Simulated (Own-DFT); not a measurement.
# Computed records: GaP (zincblende, strained, atoms displaced), SiC (2H silicon carbide, atoms displaced), GaP (zincblende, atoms displaced)

Computed with Own-DFT development build. A calculation, not a measurement: plane-wave PBE density functional theory by an unreviewed code, no spin, of a simulated periodic cell, stress positive in tension, free energy of the whole cell less one offset for each atom, forces on such cells passed a denser k mesh, this cell's mesh not checked; offsets are fitted by least squares, one for each functional and potential file, so energies compare only between cells with the same atoms and settings and are not formation energies; the far tail of each file's local potential was reset to the Coulomb form; each entry is a single point on an unrelaxed cell, so the pressure reflects the starting lattice, mostly measured values (interpolated for alloys), from which strain is counted, and rises with the displacements; printed positions are rounded, which can move forces by about a meV/angstrom; the program, named Own-DFT, is a retired in-house code; no spin-orbit coupling.

Common to all runs: functional PBE; potential files PseudoDojo norm-conserving, scalar-relativistic, standard set; wave cutoff 42 hartree; occupations Fermi-Dirac; smearing width 0.1 eV.

(1) 
```cif
# cell vector a (Å): 10.8620 0.0000 0.0000
# cell vector b (Å): 0.0000 10.8620 0.0000
# cell vector c (Å): 0.0000 0.0000 10.9439
data_GaP
_symmetry_space_group_name_H-M 'P 1'
_symmetry_Int_Tables_number 1
_cell_length_a 10.8620
_cell_length_b 10.8620
_cell_length_c 10.9439
_cell_angle_alpha 90.000
_cell_angle_beta 90.000
_cell_angle_gamma 90.000
_cell_volume 1291.19
loop_
_atom_site_label
_atom_site_type_symbol
_atom_site_fract_x
_atom_site_fract_y
_atom_site_fract_z
_atom_site_occupancy
Ga1 Ga 0.99003 0.99136 0.00150 1
Ga2 Ga 0.98830 0.24809 0.24986 1
Ga3 Ga 0.25129 0.00453 0.25448 1
Ga4 Ga 0.25307 0.24727 0.98979 1
P1 P 0.11168 0.12295 0.12244 1
P2 P 0.12486 0.36445 0.36785 1
P3 P 0.37536 0.13011 0.36302 1
P4 P 0.37993 0.37376 0.13089 1
Ga5 Ga 0.00297 0.99897 0.49127 1
Ga6 Ga 0.98942 0.25361 0.75186 1
Ga7 Ga 0.25901 0.00741 0.73739 1
Ga8 Ga 0.25957 0.23422 0.48549 1
P5 P 0.12483 0.11624 0.62984 1
P6 P 0.12061 0.39308 0.87919 1
P7 P 0.37916 0.13167 0.88461 1
P8 P 0.37205 0.37736 0.63262 1
Ga9 Ga 0.01292 0.50484 0.99785 1
Ga10 Ga 0.00639 0.74577 0.24723 1
Ga11 Ga 0.25194 0.51469 0.24777 1
Ga12 Ga 0.25995 0.74489 0.99412 1
P9 P 0.11235 0.62990 0.11586 1
P10 P 0.10530 0.87535 0.38431 1
P11 P 0.38143 0.62525 0.38050 1
P12 P 0.37862 0.86895 0.12832 1
Ga13 Ga 0.99333 0.50173 0.50916 1
Ga14 Ga 0.98572 0.75998 0.73963 1
Ga15 Ga 0.26084 0.48592 0.74819 1
Ga16 Ga 0.24090 0.75115 0.50074 1
P13 P 0.13142 0.61702 0.63448 1
P14 P 0.12121 0.88015 0.87626 1
P15 P 0.37048 0.61735 0.88194 1
P16 P 0.37555 0.87065 0.61783 1
Ga17 Ga 0.49843 0.98153 0.00684 1
Ga18 Ga 0.49215 0.24915 0.24514 1
Ga19 Ga 0.75538 0.99011 0.23772 1
Ga20 Ga 0.75499 0.26166 0.99507 1
P17 P 0.63020 0.13175 0.12777 1
P18 P 0.63672 0.38647 0.37594 1
P19 P 0.87407 0.11711 0.36932 1
P20 P 0.86890 0.38277 0.13088 1
Ga21 Ga 0.50052 0.99831 0.48688 1
Ga22 Ga 0.51275 0.25213 0.74397 1
Ga23 Ga 0.75114 0.00502 0.73561 1
Ga24 Ga 0.75869 0.25417 0.50623 1
P21 P 0.61021 0.12118 0.62035 1
P22 P 0.62144 0.37364 0.87293 1
P23 P 0.87596 0.13924 0.86615 1
P24 P 0.87698 0.37604 0.62595 1
Ga25 Ga 0.51032 0.50492 0.00615 1
Ga26 Ga 0.50844 0.75516 0.24567 1
Ga27 Ga 0.74897 0.50190 0.25113 1
Ga28 Ga 0.75395 0.75350 0.00266 1
P25 P 0.62485 0.63341 0.12746 1
P26 P 0.61015 0.88431 0.38152 1
P27 P 0.86825 0.61819 0.37594 1
P28 P 0.87341 0.86683 0.12749 1
Ga29 Ga 0.49548 0.49938 0.50118 1
Ga30 Ga 0.50464 0.75221 0.75089 1
Ga31 Ga 0.75028 0.50821 0.74420 1
Ga32 Ga 0.74632 0.74226 0.50230 1
P29 P 0.62584 0.61862 0.61625 1
P30 P 0.62308 0.87117 0.86784 1
P31 P 0.87919 0.63592 0.88576 1
P32 P 0.87435 0.87637 0.62224 1
_calc_hardware 'one NVIDIA H100'
_calc_k_mesh '3 x 3 x 3 centred on Gamma'
_calc_free_energy_of_cell_above_offsets '-28.700'  # eV
_calc_pressure 4.51  # GPa
_calc_stress_xx -4.5  # GPa
_calc_stress_yy -4.82  # GPa
_calc_stress_zz -4.23  # GPa
_calc_stress_yz -1.64  # GPa
_calc_stress_xz 0.92  # GPa
_calc_stress_xy 1.42  # GPa
_calc_wall_time 600.4  # s
```

Force:
```
element  x (eV/Å)  y (eV/Å)  z (eV/Å)
     Ga      0.42     0.933    -0.561
     Ga     0.611     0.179    -0.268
     Ga    -1.443    -0.844    -0.931
     Ga    -1.478     1.158      1.59
      P     0.945     0.134    -0.089
      P      0.03     1.222     0.644
      P     1.169    -1.654     0.524
      P     -1.11     1.173    -1.348
     Ga    -1.601     1.808     2.081
     Ga     2.472     0.914    -0.683
     Ga     0.333    -0.802     1.927
     Ga    -2.065     1.788     2.091
      P    -0.578     1.587    -1.314
      P     1.354    -3.029     -1.62
      P     1.126    -1.558    -1.796
      P     1.668    -2.396    -2.465
     Ga    -2.996    -0.004     0.757
     Ga    -1.245     0.019     0.995
     Ga    -0.442    -1.075     0.093
     Ga    -1.746     1.179     0.541
      P      2.82     0.608     1.171
      P     3.173    -1.633    -2.274
      P    -0.848     1.094     -0.85
      P    -1.537    -0.019     0.446
     Ga     1.513     -0.18    -1.089
     Ga     2.174    -1.327     1.867
     Ga    -1.747     2.003     1.693
     Ga     0.159    -0.608    -0.001
      P    -0.939     0.816    -0.468
      P     0.769    -0.466    -0.854
      P     1.584     -0.23    -1.291
      P     0.202     0.447     0.235
     Ga      0.87     2.029     -0.72
     Ga     2.234     0.657     0.404
     Ga     -1.44     1.133     1.441
     Ga     -0.42    -0.421     0.434
      P    -0.139    -0.938     -0.83
      P    -1.822     -1.85     0.681
      P    -0.614     0.339     0.762
      P     1.077    -0.166      -1.2
     Ga    -2.542     1.746     1.903
     Ga    -1.677      0.01     0.895
     Ga     -0.47     0.214     1.062
     Ga    -1.027    -0.897    -1.038
      P     1.638     0.243    -0.742
      P     0.938     1.266    -0.008
      P    -1.334    -2.428     1.549
      P    -0.402     0.239     0.617
     Ga    -0.913    -0.722    -0.209
     Ga    -0.804    -0.299     1.375
     Ga    -0.291     0.725    -0.648
     Ga    -1.117    -0.156    -0.504
      P      1.06    -0.546    -0.208
      P     3.706    -2.522    -2.383
      P     1.153     1.122     0.009
      P     0.614    -0.041    -0.152
     Ga      0.32    -0.778    -0.072
     Ga    -0.942    -1.306    -0.674
     Ga     0.297    -0.404     1.347
     Ga     0.079     1.209    -0.717
      P    -0.797     0.679      1.22
      P     1.202     1.009     0.826
      P    -0.177     -1.03    -1.549
      P    -1.007     0.648    -1.623
```

(2) 
```cif
# cell vector a (Å): 6.1654 0.0000 0.0000
# cell vector b (Å): -3.0827 5.3394 0.0000
# cell vector c (Å): 0.0000 0.0000 10.0681
data_SiC
_symmetry_space_group_name_H-M 'P 1'
_symmetry_Int_Tables_number 1
_cell_length_a 6.1654
_cell_length_b 6.1654
_cell_length_c 10.0681
_cell_angle_alpha 90.000
_cell_angle_beta 90.000
_cell_angle_gamma 120.000
_cell_volume 331.44
loop_
_atom_site_label
_atom_site_type_symbol
_atom_site_fract_x
_atom_site_fract_y
_atom_site_fract_z
_atom_site_occupancy
Si1 Si 0.98983 0.01227 0.01098 1
Si2 Si 0.15204 0.32412 0.27079 1
C1 C 0.00536 0.96807 0.17895 1
C2 C 0.13220 0.33253 0.43717 1
Si3 Si 0.00035 0.02094 0.48179 1
Si4 Si 0.20752 0.35294 0.77073 1
C3 C 0.04958 0.01313 0.68151 1
C4 C 0.17153 0.33191 0.92668 1
Si5 Si 0.01561 0.51229 0.00191 1
Si6 Si 0.16745 0.81889 0.23911 1
C5 C 0.99870 0.50880 0.19274 1
C6 C 0.18479 0.83236 0.43999 1
Si7 Si 0.99897 0.50208 0.49706 1
Si8 Si 0.18249 0.82873 0.73779 1
C7 C 0.00601 0.49704 0.66776 1
C8 C 0.16891 0.83702 0.94777 1
Si9 Si 0.51554 0.99002 0.00788 1
Si10 Si 0.62947 0.32015 0.24729 1
C9 C 0.49847 0.98691 0.17868 1
C10 C 0.66217 0.32830 0.42694 1
Si11 Si 0.52016 0.98249 0.49896 1
Si12 Si 0.63059 0.30082 0.74682 1
C11 C 0.51502 0.00322 0.68031 1
C12 C 0.66300 0.34695 0.93810 1
Si13 Si 0.53277 0.51272 0.00270 1
Si14 Si 0.66926 0.84412 0.25566 1
C13 C 0.50386 0.54510 0.20055 1
C14 C 0.64714 0.81659 0.42931 1
Si15 Si 0.54905 0.54583 0.50190 1
Si16 Si 0.67619 0.83556 0.73925 1
C15 C 0.48917 0.50268 0.68912 1
C16 C 0.67992 0.87287 0.93991 1
_calc_hardware 'one NVIDIA H100'
_calc_k_mesh '5 x 5 x 3 centred on Gamma'
_calc_free_energy_of_cell_above_offsets '7.424'  # eV
_calc_pressure 13.06  # GPa
_calc_stress_xx -6.82  # GPa
_calc_stress_yy -11.89  # GPa
_calc_stress_zz -20.48  # GPa
_calc_stress_yz 1.04  # GPa
_calc_stress_xz 3.35  # GPa
_calc_stress_xy 4.44  # GPa
_calc_wall_time 117.7  # s
```

Force:
```
element  x (eV/Å)  y (eV/Å)  z (eV/Å)
     Si     2.975     0.156    -4.397
     Si     0.245     1.611    -6.467
      C    -3.099     3.367     4.448
      C     3.532     0.508     1.395
     Si     3.559    -2.762     3.836
     Si    -4.609    -2.748    -10.05
      C    -3.952     0.317     -0.27
      C    -0.327     0.993     10.25
     Si    -0.652    -0.958    -0.409
     Si     1.233      1.22     3.042
      C    -0.153    -5.013    -1.568
      C    -1.718     0.932    -2.244
     Si    -1.953     0.985    -1.634
     Si    -1.034    -1.712     1.513
      C    -0.536    -0.555     5.932
      C     0.531     0.942    -2.045
     Si    -6.049      2.82    -2.417
     Si     1.895     2.172    -0.806
      C    -0.335     1.957     3.809
      C    -0.259     0.199     2.507
     Si    -5.498     3.503     -0.14
     Si     2.709     5.154     0.773
      C     0.637      -2.4    -0.057
      C     3.594    -2.433    -0.727
     Si    -4.698     1.881     1.247
     Si     1.172     2.009    -2.346
      C     0.566    -7.226    -2.686
      C     2.826     4.741     -0.02
     Si    -0.683    -9.067     1.823
     Si     2.435     1.995     2.374
      C     3.843     1.864    -1.797
      C     3.802    -4.453    -2.873
```

(3) 
```cif
# cell vector a (Å): 10.9010 0.0000 0.0000
# cell vector b (Å): 0.0000 10.9010 0.0000
# cell vector c (Å): 0.0000 0.0000 10.9010
data_GaP
_symmetry_space_group_name_H-M 'P 1'
_symmetry_Int_Tables_number 1
_cell_length_a 10.9010
_cell_length_b 10.9010
_cell_length_c 10.9010
_cell_angle_alpha 90.000
_cell_angle_beta 90.000
_cell_angle_gamma 90.000
_cell_volume 1295.39
loop_
_atom_site_label
_atom_site_type_symbol
_atom_site_fract_x
_atom_site_fract_y
_atom_site_fract_z
_atom_site_occupancy
Ga1 Ga 0.00215 0.99507 0.00894 1
Ga2 Ga 0.02049 0.24774 0.24617 1
Ga3 Ga 0.24267 0.98873 0.25837 1
Ga4 Ga 0.26430 0.24747 0.00621 1
P1 P 0.13169 0.11236 0.13092 1
P2 P 0.13377 0.38052 0.36666 1
P3 P 0.38921 0.12144 0.37602 1
P4 P 0.36761 0.38463 0.13019 1
Ga5 Ga 0.97482 0.99125 0.50532 1
Ga6 Ga 0.98607 0.25725 0.75595 1
Ga7 Ga 0.25155 0.00368 0.73495 1
Ga8 Ga 0.25497 0.25018 0.49450 1
P5 P 0.13276 0.11937 0.61027 1
P6 P 0.11381 0.38118 0.89074 1
P7 P 0.37427 0.11787 0.85714 1
P8 P 0.37829 0.35884 0.61595 1
Ga9 Ga 0.00471 0.47671 0.99139 1
Ga10 Ga 0.99895 0.75247 0.24711 1
Ga11 Ga 0.25968 0.49714 0.24712 1
Ga12 Ga 0.24866 0.76030 0.01859 1
P9 P 0.13635 0.63291 0.12459 1
P10 P 0.13930 0.87362 0.36265 1
P11 P 0.36142 0.62590 0.39081 1
P12 P 0.39092 0.87431 0.12842 1
Ga13 Ga 0.99870 0.49926 0.50161 1
Ga14 Ga 0.00146 0.75702 0.75149 1
Ga15 Ga 0.23819 0.51095 0.75452 1
Ga16 Ga 0.24912 0.74188 0.49473 1
P13 P 0.12300 0.62858 0.63118 1
P14 P 0.11270 0.87186 0.87131 1
P15 P 0.37226 0.61926 0.85588 1
P16 P 0.38256 0.87972 0.62453 1
Ga17 Ga 0.48351 0.01465 0.00386 1
Ga18 Ga 0.50117 0.26041 0.25741 1
Ga19 Ga 0.76184 0.99355 0.23625 1
Ga20 Ga 0.75431 0.24669 0.00577 1
P17 P 0.63194 0.12148 0.11915 1
P18 P 0.62985 0.36487 0.37930 1
P19 P 0.86401 0.12979 0.38680 1
P20 P 0.86302 0.36696 0.12165 1
Ga21 Ga 0.49873 0.01138 0.51704 1
Ga22 Ga 0.51122 0.24794 0.74073 1
Ga23 Ga 0.74722 0.01808 0.72164 1
Ga24 Ga 0.74133 0.25414 0.50976 1
P21 P 0.62899 0.12562 0.64302 1
P22 P 0.61471 0.37113 0.85960 1
P23 P 0.88458 0.12426 0.88697 1
P24 P 0.88884 0.36214 0.63680 1
Ga25 Ga 0.49390 0.51281 0.99906 1
Ga26 Ga 0.50866 0.74253 0.25581 1
Ga27 Ga 0.75106 0.49551 0.25198 1
Ga28 Ga 0.75507 0.75298 0.98359 1
P25 P 0.62760 0.63843 0.12880 1
P26 P 0.63608 0.87842 0.37297 1
P27 P 0.88106 0.62009 0.36884 1
P28 P 0.87637 0.87266 0.11789 1
Ga29 Ga 0.51928 0.50224 0.51804 1
Ga30 Ga 0.49937 0.74834 0.75728 1
Ga31 Ga 0.75122 0.51748 0.74254 1
Ga32 Ga 0.75242 0.75008 0.49924 1
P29 P 0.62550 0.61951 0.61737 1
P30 P 0.62415 0.88543 0.86881 1
P31 P 0.88387 0.62548 0.85857 1
P32 P 0.85925 0.86490 0.62095 1
_calc_k_mesh '3 x 3 x 3 centred on Gamma'
_calc_free_energy_of_cell_above_offsets '-23.330'  # eV
_calc_pressure 5.64  # GPa
_calc_stress_xx -5.7  # GPa
_calc_stress_yy -5.97  # GPa
_calc_stress_zz -5.25  # GPa
_calc_stress_yz -0.34  # GPa
_calc_stress_xz -0.56  # GPa
_calc_stress_xy 0.35  # GPa
```

Force:
```
element  x (eV/Å)  y (eV/Å)  z (eV/Å)
     Ga     0.456     0.235    -0.888
     Ga    -1.868     0.098     0.624
     Ga     3.809     2.354    -2.021
     Ga     -1.01    -0.488    -0.891
      P     0.484     0.721    -0.823
      P    -0.565    -0.279     0.985
      P    -1.283     0.148    -0.509
      P     2.651    -1.462    -1.378
     Ga     2.041      0.73    -0.981
     Ga     3.609    -3.008      2.49
     Ga    -0.987    -1.084     0.645
     Ga    -0.314     -0.64     -1.09
      P    -1.948     0.535     0.554
      P     5.709    -4.702    -5.019
      P     0.062     1.564     1.302
      P     0.163      1.97     1.231
     Ga    -4.853     5.377     4.753
     Ga     0.798    -0.219    -0.194
     Ga    -1.549      2.31     1.361
     Ga     0.844     0.442      -2.3
      P      -1.8    -1.998     0.551
      P    -3.931    -2.398     3.482
      P     3.721    -2.301    -2.219
      P    -1.127     0.177     0.497
     Ga     0.565    -0.462     0.045
     Ga    -0.759    -0.307    -1.211
     Ga     0.017     -2.41    -0.451
     Ga    -1.269     2.436     1.928
      P    -0.572     0.347    -1.314
      P     2.346      1.45      1.01
      P     0.241      1.25     2.553
      P    -0.735     -1.62    -0.009
     Ga     1.402    -0.686    -0.563
     Ga    -0.097    -1.207    -1.235
     Ga    -0.903      1.03     1.477
     Ga     -1.42    -0.328    -2.093
      P    -1.213     0.476     0.797
      P    -0.246     2.222     0.085
      P     0.912    -0.331    -1.609
      P     2.248     1.163     1.158
     Ga     1.141    -0.646    -1.302
     Ga    -2.653     0.513     0.905
     Ga     4.631    -4.742      5.12
     Ga     1.146    -0.577     0.661
      P    -3.047     3.016    -4.925
      P      1.85     1.756     2.279
      P    -0.931    -0.326    -1.287
      P    -3.416     3.542    -3.487
     Ga     0.544    -0.651     -0.33
     Ga    -1.103     0.947     1.474
     Ga    -0.338      0.19    -0.325
     Ga    -0.341     0.024     -0.04
      P     0.839    -1.818    -1.262
      P    -0.852     0.197     0.399
      P    -0.417     0.358     0.699
      P     0.244    -0.995     0.033
     Ga    -3.648    -2.993    -3.075
     Ga     0.631     0.733    -0.839
     Ga     0.117    -2.243     0.433
     Ga    -1.019    -1.347    -1.834
      P     1.776     3.628     2.002
      P     0.096     0.066      0.11
      P    -0.378    -0.526     2.038
      P     1.499     0.791     1.821
```
